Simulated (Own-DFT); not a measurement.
## Calculated data, Hf36O71 (tetragonal hafnia with one neutral oxygen vacancy, atoms displaced)

Computed with Own-DFT development build. A calculation, not a measurement: plane-wave PBE and HSE06 DFT by an unreviewed code, no spin, of a simulated cell at Gamma alone, so results move with cell size and shape, stress positive in tension, energies less offsets, not probed for a lower state with spin; hafnium file: forces about 75 meV/angstrom off all-electron values; oxygen file: force components 24 meV/angstrom off all-electron in a glass; k mesh not checked against a denser one; forces and stress are PBE's, HSE06 gives the energy alone, and its difference from PBE has offsets of its own; offsets are fitted by least squares, one for each functional and potential file, so energies compare only between cells with the same atoms and settings and are not formation energies; the far tail of each file's local potential was reset to the Coulomb form; each entry is a single point on an unrelaxed cell, so the pressure reflects the starting lattice, taken from the Materials Project, from which strain is counted, and rises with the displacements; printed positions are rounded, which can move forces by about a meV/angstrom; the program is a retired in-house code; no spin-orbit coupling.

Settings shared by all entries: first functional PBE; second functional HSE06; exact exchange share 0.25; screening 0.11 1/bohr; exchange divergence Gygi-Baldereschi; potential files PseudoDojo norm-conserving, scalar-relativistic, made for PBE, standard set; wave cutoff 48 hartree; occupations fixed; k mesh 1 x 1 x 1 centred on Gamma.

(1) Hf36O71 (tetragonal hafnia with one neutral oxygen vacancy, atoms displaced)

```
cell vectors (Å)
  10.7800     0.0000     0.0000
   0.0000    10.7800     0.0000
   0.0000     0.0000    10.4493
atoms (fractions of the cell vectors)
Hf  0.99659  0.99921  0.99713
Hf  0.16619  0.17077  0.25121
O   0.00035  0.16826  0.15270
O   0.16442  0.99959  0.34807
O   0.99777  0.16823  0.40006
O   0.16574  0.00681  0.09939
Hf  0.99802  0.99913  0.50248
Hf  0.16715  0.16582  0.74607
O   0.99963  0.16962  0.65031
O   0.17128  0.00162  0.85076
O   0.00065  0.16502  0.90376
O   0.16623  0.00251  0.59415
Hf  0.00129  0.33705  0.00021
Hf  0.16456  0.49758  0.25082
O   0.99567  0.50327  0.15121
O   0.17096  0.32820  0.34800
O   0.00402  0.49438  0.40278
O   0.16966  0.33410  0.09620
Hf  0.00242  0.33067  0.50401
Hf  0.16493  0.50123  0.75355
O   0.00090  0.49999  0.64903
O   0.16798  0.33545  0.85063
O   0.99959  0.50107  0.89881
O   0.16722  0.33418  0.59400
Hf  0.99818  0.66955  0.00176
Hf  0.16705  0.83705  0.25050
O   0.99979  0.83366  0.14959
O   0.16866  0.66685  0.34794
O   0.99941  0.83356  0.40288
O   0.16412  0.66849  0.09972
Hf  0.00319  0.66524  0.49759
Hf  0.16645  0.83625  0.74836
O   0.99937  0.82884  0.65208
O   0.17074  0.67189  0.84651
O   0.99681  0.83105  0.90244
O   0.16203  0.66763  0.59577
Hf  0.33204  0.99684  0.00086
Hf  0.49907  0.16756  0.24981
O   0.33218  0.16638  0.15370
O   0.49547  0.99839  0.34693
O   0.33712  0.16850  0.40352
O   0.50053  0.99988  0.10250
Hf  0.33079  0.99860  0.50112
Hf  0.49796  0.16942  0.75255
O   0.33595  0.16666  0.65885
O   0.50019  0.99455  0.84829
O   0.33099  0.16576  0.90046
O   0.50342  0.99597  0.59330
Hf  0.33295  0.32996  0.00433
Hf  0.50303  0.50339  0.25229
O   0.33012  0.49620  0.14931
O   0.50358  0.33031  0.34443
O   0.33724  0.50041  0.40390
O   0.50245  0.33399  0.09276
Hf  0.33518  0.33107  0.50037
Hf  0.50221  0.49973  0.75092
O   0.33024  0.50044  0.64866
O   0.49948  0.32589  0.85084
O   0.33294  0.49957  0.89855
O   0.50384  0.33074  0.59465
Hf  0.33544  0.66361  0.99889
Hf  0.50686  0.83495  0.24670
O   0.33330  0.82565  0.15045
O   0.49980  0.67050  0.35313
O   0.33295  0.83333  0.40200
O   0.50132  0.66393  0.10060
Hf  0.33843  0.66724  0.50140
Hf  0.50042  0.83432  0.74689
O   0.33840  0.83018  0.64915
O   0.49236  0.66739  0.85014
O   0.33256  0.83376  0.90331
O   0.49908  0.66919  0.59526
Hf  0.66502  0.00057  0.00256
Hf  0.83442  0.16920  0.24930
O   0.66926  0.16968  0.15520
O   0.83085  0.99962  0.34520
O   0.67102  0.16356  0.40664
O   0.83461  0.99904  0.09753
Hf  0.66864  0.99795  0.50407
Hf  0.83211  0.16831  0.74960
O   0.66663  0.16721  0.65591
O   0.83430  0.00156  0.84453
O   0.66596  0.16843  0.90275
O   0.83073  0.99959  0.59908
Hf  0.66768  0.33264  0.99794
Hf  0.83365  0.49906  0.25113
O   0.66978  0.50299  0.15049
O   0.83389  0.33522  0.34689
O   0.67006  0.49781  0.39716
O   0.83511  0.33443  0.10323
Hf  0.66954  0.33267  0.50371
Hf  0.83269  0.49858  0.75147
O   0.83611  0.33358  0.85029
O   0.67033  0.50109  0.89809
O   0.82771  0.33545  0.60113
Hf  0.66374  0.66395  0.00019
Hf  0.83052  0.83259  0.25661
O   0.67304  0.82878  0.15291
O   0.83230  0.66649  0.34755
O   0.66791  0.83429  0.40329
O   0.83087  0.66703  0.09791
Hf  0.66732  0.66675  0.49169
Hf  0.83058  0.83364  0.75179
O   0.66256  0.83334  0.64567
O   0.83582  0.66642  0.84668
O   0.66455  0.83506  0.90397
O   0.82874  0.66801  0.59993
```

Results for Hf36O71 (tetragonal hafnia with one neutral oxygen vacancy, atoms displaced): PBE energy of cell above offsets -101.146 eV; HSE06 less PBE above offsets -0.158 eV; PBE pressure 0.47 GPa; PBE stress xx -0.39 GPa; PBE stress yy 0 GPa; PBE stress zz -1.02 GPa; PBE stress yz -0.71 GPa; PBE stress xz -0.25 GPa; PBE stress xy -0.02 GPa.

Force:
```
element  x (eV/Å)  y (eV/Å)  z (eV/Å)
     Hf       0.5    -0.014     0.824
     Hf    -0.398    -1.513    -0.636
      O     0.064     0.228     0.021
      O     0.199     0.683     0.275
      O     0.081    -0.462     0.613
      O     0.138    -0.657    -0.359
     Hf    -0.303     0.048    -1.035
     Hf     0.023     0.513     1.474
      O    -0.178    -0.114      0.06
      O    -0.434    -0.359     -0.89
      O     0.008     0.599    -0.284
      O    -0.272    -0.025     0.927
     Hf    -0.171    -0.616    -0.039
     Hf     0.144     0.879    -0.123
      O     1.026    -0.389     0.027
      O    -0.076     1.254     0.238
      O     0.024     0.506    -0.243
      O    -1.115    -0.016     0.636
     Hf    -0.733     0.356    -0.482
     Hf     0.359     0.421     -0.36
      O    -0.401    -0.257      0.44
      O    -0.296     -0.63    -0.679
      O     0.251     0.136     0.344
      O     0.335    -0.525     0.588
     Hf         0    -0.197     0.432
     Hf     0.003     -0.89    -0.489
      O     -0.16     0.021     0.595
      O    -0.421    -0.258    -0.233
      O     -0.08     0.107     0.127
      O     0.297    -0.448    -0.534
     Hf    -0.401    -0.219     0.429
     Hf     0.327    -0.753     0.281
      O    -0.157     0.763     0.196
      O    -0.194    -0.477    -0.115
      O      0.17     0.806    -0.478
      O     1.072     0.199     0.191
     Hf    -0.368      0.23    -0.096
     Hf     0.258    -0.555     0.316
      O     0.491     0.361    -0.123
      O      0.27     0.189    -0.297
      O    -0.169    -0.699     0.296
      O     0.199      -0.2    -0.465
     Hf     1.404    -0.348    -1.062
     Hf      0.75    -1.215     0.163
      O    -0.597    -0.001     -1.07
      O     0.021     1.228    -0.016
      O     0.254    -0.213     0.576
      O     -1.14     0.366     0.499
     Hf      0.24     0.428    -0.949
     Hf    -0.593    -0.497    -0.232
      O      0.78     0.266     0.596
      O    -0.144     0.866    -0.015
      O     0.119     -0.47    -0.398
      O    -0.024     0.024     0.486
     Hf     0.101     0.973    -0.259
     Hf    -0.612    -0.034    -0.332
      O     0.745    -0.087     0.708
      O     0.177     1.919     -0.46
      O     0.133    -0.512      0.46
      O    -0.531       0.5     0.702
     Hf    -0.987     0.429       0.2
     Hf    -1.284      0.29     0.471
      O     0.459     0.646     0.321
      O      0.32    -0.457    -0.764
      O    -0.263     0.292     0.185
      O    -0.019    -0.104     0.061
     Hf    -1.361    -0.078     -0.33
     Hf     0.221    -0.154     0.264
      O    -1.375     0.465     0.262
      O     0.676    -0.425    -0.395
      O    -0.048     -0.05    -0.043
      O     1.238    -0.955     0.675
     Hf     0.362     0.148    -0.248
     Hf      0.19    -0.072     0.339
      O     -0.59    -0.188    -0.402
      O     0.355     0.084     0.439
      O    -0.164     0.342     0.025
      O    -0.604     0.234    -0.346
     Hf    -0.483     0.445    -0.691
     Hf     -0.05    -0.007     0.377
      O    -0.087    -0.128    -0.012
      O    -0.048    -0.072     0.275
      O      0.23     -0.66     0.266
      O     0.955     0.017     0.171
     Hf     0.391    -0.011     0.651
     Hf     -0.15    -0.151    -0.342
      O     -0.67    -0.126    -0.018
      O    -0.028    -0.338     0.498
      O    -0.518     0.283     0.792
      O    -0.248    -0.001    -0.851
     Hf    -0.364    -0.405     -1.14
     Hf    -0.096     0.652    -0.638
      O    -0.085    -0.156    -0.001
      O    -0.567    -0.336    -0.284
      O     1.166     0.279     0.248
     Hf     0.963      0.47     0.146
     Hf     1.384     0.314    -1.013
      O    -1.171      0.36    -0.185
      O     0.064    -0.296     0.396
      O      0.05     0.073    -0.818
      O     0.166    -0.052    -0.363
     Hf     0.109    -0.185     1.293
     Hf    -0.061    -0.705    -0.496
      O     0.818     0.026     0.914
      O    -0.325     0.067     0.006
      O     0.314    -0.467    -0.101
      O      0.22    -0.553    -0.567
```

(2) Hf36O71 (tetragonal hafnia with one neutral oxygen vacancy, atoms displaced)

```
cell vectors (Å)
  10.7800     0.0000     0.0000
   0.0000    10.7800     0.0000
   0.0000     0.0000    10.4493
atoms (fractions of the cell vectors)
Hf  0.99914  0.99510  0.99906
Hf  0.16248  0.17052  0.25224
O   0.00206  0.16427  0.14634
O   0.17327  0.00207  0.34993
O   0.00610  0.16237  0.40033
O   0.16578  0.00006  0.10255
Hf  0.99722  0.99558  0.49839
Hf  0.16418  0.17284  0.74048
O   0.00189  0.16613  0.64665
O   0.17268  0.99770  0.84222
O   0.00068  0.16588  0.90270
Hf  0.99890  0.33130  0.99568
Hf  0.16509  0.49958  0.23912
O   0.00500  0.49134  0.15727
O   0.16883  0.33250  0.34196
O   0.99562  0.51300  0.40180
O   0.16734  0.33319  0.09638
Hf  0.00694  0.33687  0.49277
Hf  0.16764  0.48913  0.75361
O   0.00138  0.50364  0.64562
O   0.16887  0.33097  0.85036
O   0.00011  0.50243  0.90608
O   0.16298  0.33252  0.60430
Hf  0.00421  0.66472  0.00244
Hf  0.16094  0.82781  0.25315
O   0.00058  0.82578  0.15280
O   0.15778  0.66506  0.34928
O   0.99961  0.82942  0.40211
O   0.16647  0.66481  0.09870
Hf  0.00144  0.66325  0.50124
Hf  0.16962  0.83406  0.75232
O   0.00045  0.82755  0.64594
O   0.16600  0.66257  0.86317
O   0.01234  0.83331  0.89581
O   0.16339  0.65878  0.60158
Hf  0.32867  0.99989  0.99645
Hf  0.50059  0.16611  0.24983
O   0.33709  0.16647  0.15099
O   0.49677  0.00557  0.34407
O   0.32933  0.16191  0.41085
O   0.50580  0.00071  0.09841
Hf  0.34040  0.00519  0.49812
Hf  0.49592  0.17162  0.75164
O   0.33027  0.17190  0.64117
O   0.50405  0.00006  0.84555
O   0.33382  0.16682  0.90789
O   0.49835  0.00136  0.60207
Hf  0.33147  0.33844  0.00768
Hf  0.49449  0.50257  0.25596
O   0.33078  0.50220  0.15604
O   0.49828  0.33409  0.35522
O   0.32909  0.49451  0.39754
O   0.50028  0.33413  0.09466
Hf  0.33862  0.33374  0.50399
Hf  0.49796  0.49363  0.74805
O   0.33045  0.49716  0.64838
O   0.50162  0.33061  0.84366
O   0.33401  0.49825  0.90765
O   0.49586  0.33807  0.59656
Hf  0.33398  0.67001  0.99722
Hf  0.50624  0.82893  0.24277
O   0.33391  0.82912  0.15024
O   0.49194  0.66370  0.33828
O   0.33038  0.83543  0.40593
O   0.50597  0.66843  0.10136
Hf  0.34061  0.67254  0.49090
Hf  0.50160  0.83322  0.74943
O   0.33765  0.83369  0.65762
O   0.50135  0.66635  0.83942
O   0.33415  0.83300  0.90432
O   0.49393  0.66824  0.60134
Hf  0.66283  0.99835  0.99784
Hf  0.84202  0.17122  0.24519
O   0.66859  0.17227  0.15148
O   0.83407  0.00313  0.33810
O   0.66966  0.16063  0.40642
O   0.83199  0.00138  0.08999
Hf  0.67310  0.00193  0.50662
Hf  0.83388  0.16594  0.74250
O   0.67102  0.16326  0.64818
O   0.83109  0.00540  0.85768
O   0.66850  0.16965  0.89954
O   0.83281  0.00621  0.60194
Hf  0.67293  0.33732  0.99663
Hf  0.83843  0.49322  0.25225
O   0.66323  0.50218  0.15519
O   0.83908  0.33054  0.34384
O   0.66146  0.49183  0.40551
O   0.83208  0.32024  0.09619
Hf  0.66872  0.33516  0.49415
Hf  0.82968  0.49627  0.75313
O   0.66143  0.49726  0.65067
O   0.82367  0.34285  0.84944
O   0.66417  0.49855  0.90045
O   0.83616  0.33331  0.59209
Hf  0.66459  0.67139  0.99728
Hf  0.82767  0.83164  0.24691
O   0.66190  0.82593  0.14907
O   0.84002  0.66647  0.34737
O   0.66262  0.81887  0.40386
O   0.82640  0.66598  0.09550
Hf  0.66942  0.66208  0.50014
Hf  0.83718  0.83305  0.75154
O   0.66979  0.82863  0.65108
O   0.82994  0.66314  0.84871
O   0.66975  0.83496  0.89783
O   0.82520  0.66301  0.59501
```

The calculation gives: PBE energy of cell above offsets -97.637 eV; HSE06 less PBE above offsets -0.002 eV; PBE pressure 2.07 GPa; PBE stress xx -1.16 GPa; PBE stress yy -2.63 GPa; PBE stress zz -2.4 GPa; PBE stress yz 0.79 GPa; PBE stress xz -0.94 GPa; PBE stress xy 0.02 GPa.

Force:
```
element  x (eV/Å)  y (eV/Å)  z (eV/Å)
     Hf     0.074     0.721     0.033
     Hf     1.349    -2.027    -0.421
      O     0.216     0.376     0.244
      O    -0.847    -0.707    -0.156
      O     -0.35     0.839    -0.135
      O    -0.152    -0.264    -0.944
     Hf     1.763    -0.326    -0.162
     Hf     0.551    -1.513     0.598
      O    -0.383    -0.255      0.18
      O    -0.016     1.238     -0.12
      O     0.007      0.25    -0.622
     Hf     0.323     -0.37     0.444
     Hf     1.619      0.65     2.528
      O    -2.395     0.088    -1.425
      O    -0.984     0.865     0.918
      O    -0.069    -4.082    -1.004
      O    -0.856     0.073     0.196
     Hf    -0.556     0.294     0.651
     Hf    -0.113     2.862     -1.21
      O    -0.612    -0.874     1.346
      O    -0.389     -0.17     0.282
      O    -0.193    -1.237    -0.289
      O     0.154     0.115    -0.581
     Hf    -0.442     0.953    -0.586
     Hf      1.24     1.162     0.372
      O    -0.984     0.324    -0.501
      O     0.762    -0.179    -0.492
      O    -0.073     1.336    -0.263
      O     0.138     -0.21     0.666
     Hf     0.339     1.424     1.312
     Hf    -0.067    -1.316    -0.945
      O    -0.423     1.014     0.801
      O     0.397    -0.141    -1.335
      O    -1.158    -0.269     0.635
      O     1.456      0.74     -0.33
     Hf      0.41     0.472     1.166
     Hf     0.481      0.51    -0.722
      O    -0.834     0.097     0.775
      O      0.27    -1.612     0.419
      O     0.178     2.255    -1.494
      O    -1.179     -0.34    -0.127
     Hf    -1.305    -1.348     0.381
     Hf     0.561    -1.537    -0.191
      O     0.235    -0.408     1.785
      O    -0.234     0.403     0.314
      O      0.24     0.406    -0.969
      O      1.28     0.049    -0.516
     Hf     1.355    -1.394    -0.326
     Hf     0.607    -2.012    -1.443
      O      0.61     -0.11    -1.012
      O    -0.012    -0.772    -0.534
      O     0.318     1.081     0.473
      O    -0.059     0.295     0.074
     Hf    -0.949      0.15    -1.057
     Hf    -0.212     1.036     -0.15
      O     0.123    -0.559     0.891
      O    -0.246     0.549     0.312
      O     0.212      0.28    -0.668
      O      1.74    -0.547     0.671
     Hf    -0.006    -0.151     0.573
     Hf    -2.159     1.226     0.777
      O    -0.127    -0.107     0.396
      O    -0.201     0.921     1.694
      O     0.248    -0.131    -0.475
      O     -1.31    -0.104    -0.936
     Hf    -1.761    -1.198     1.452
     Hf     0.302     0.096    -0.482
      O    -1.042     0.203    -0.318
      O    -0.173    -0.295     1.182
      O     0.127     0.058     -0.41
      O     1.056    -0.203    -1.321
     Hf     0.519     1.564    -0.671
     Hf    -1.722    -1.402    -0.626
      O    -0.096    -0.328     0.685
      O    -0.185    -1.179     0.771
      O     0.028     1.087     -0.27
      O     0.268    -0.733     1.004
     Hf    -1.941    -0.415    -0.687
     Hf    -0.451     -0.04     1.262
      O    -1.067     0.318     0.473
      O     0.739    -0.955    -2.054
      O    -0.173    -0.181    -0.002
      O     0.888     -0.53     0.108
     Hf    -1.814    -1.021     0.825
     Hf    -1.262     2.169    -0.609
      O     1.124    -0.617     0.466
      O     0.084     0.444     0.755
      O     0.562     1.874    -1.053
      O     1.358     1.191     0.041
     Hf    -0.665    -1.757     1.387
     Hf      0.08     1.897    -1.725
      O     0.701    -0.313     0.223
      O     1.141    -2.223     0.012
      O    -0.182     0.965     0.013
      O     0.281    -0.017      0.08
     Hf     0.198    -1.216    -0.271
     Hf     0.796    -0.479     0.357
      O     1.739     0.728    -0.456
      O    -1.067    -0.427    -0.702
      O     0.101     2.397    -0.951
      O     1.472    -0.014      0.11
     Hf     -0.69    -0.339     0.955
     Hf    -0.573     -0.33     0.175
      O      0.23      0.59     0.147
      O     0.445     0.823    -0.458
      O    -0.072    -0.186      0.31
      O     1.338     0.014     0.504
```
